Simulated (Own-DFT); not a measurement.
# A pressure from energies alone: corundum Al2O3, 78 atoms (Al32O46), with two O vacancies

All values are computed. Each geometry was run twice at fixed positions with Own-DFT, a retired in-house plane-wave program that no person has reviewed: with PBE, and with HSE06 (exact exchange share 0.25 at short range, screening 0.11 per bohr, Gygi-Baldereschi treatment of its divergence). Both used PseudoDojo norm-conserving files made for PBE, a cutoff of 48 hartree, the Gamma point alone, fixed occupations, a neutral cell and no spin. One k point on a cell 7.9 Å thick isn't converged, and results move with the size of the cell. The oxygen file's force components were 24 meV/Å off all-electron values in a glass.

Unstrained cell vectors in Å: (5.494, 0.000, 8.660); (-2.747, 4.758, 8.660); (-2.747, -4.758, 8.660), volume V0 = 679.1 Å³, from measured lattice constants. Each geometry has its own random strain of a few per cent, its own defect sites and random moves of rms u per axis. HSE06 gave the energy alone. D is its energy less that of PBE, over the lowest D shown. The PBE stress wasn't checked against mesh or cutoff.

| run | V - V0 (Å³) | u (Å) | P with PBE (GPa) | D (eV) |
|---|---|---|---|---|
| 1 | -6.8 | 0.0291 | 9.98 | 0.947 |
| 2 | -29.8 | 0.0289 | 19.61 | 0.000 |
| 3 | -21.6 | 0.0310 | 15.62 | 0.376 |
| 4 | -8.5 | 0.0290 | 10.90 | 0.881 |
| 5 | -4.0 | 0.0477 | 10.41 | 1.136 |
| 6 | -14.1 | 0.0315 | 12.71 | 0.641 |
| 7 | -2.1 | 0.0290 | 7.91 | 1.127 |
| 8 | 8.7 | 0.0302 | 4.46 | 1.522 |
| 9 | -3.7 | 0.0502 | 10.95 | 1.204 |
| 10 | 28.7 | 0.0303 | -2.50 | 2.364 |
| 11 | -9.5 | 0.0504 | 13.02 | 0.957 |
| 12 | 14.6 | 0.0299 | 2.65 | 1.762 |
| 13 | -3.0 | 0.0280 | 8.46 | ? |

## Analysis

D = 1.13 + 0.0396 (V - V0) + 79 u² eV, with an error of 0.0004 on the volume slope, 9 on the last term and a scatter of 0.02 eV. Pressure is -dE/dV, and 1 eV/Å³ is 160.2 GPa, so HSE06 changes the pressure by -6.3 ± 0.1 GPa. With the ions held to the strained lattice, the PBE pressure falls by 252 ± 6 GPa per unit of volume strain; the shape of the strain isn't fitted, so the true error is larger, and a relaxed crystal would be softer. On that slope HSE06's volume at a given pressure is about 2.5 % smaller, or 0.8 % in lengths. At u = 0 and V0 the PBE pressure is 6.9 GPa, which puts the zero-pressure volume, against the measured cell and with the defects in, at +2.7 % for PBE and +0.2 % for HSE06, each good to a few tenths of a per cent.

## Check

Asked: what D should run 13 give?

Estimate: 1.08 eV, with rows scattering by 0.02. Computed: 1.129 eV.
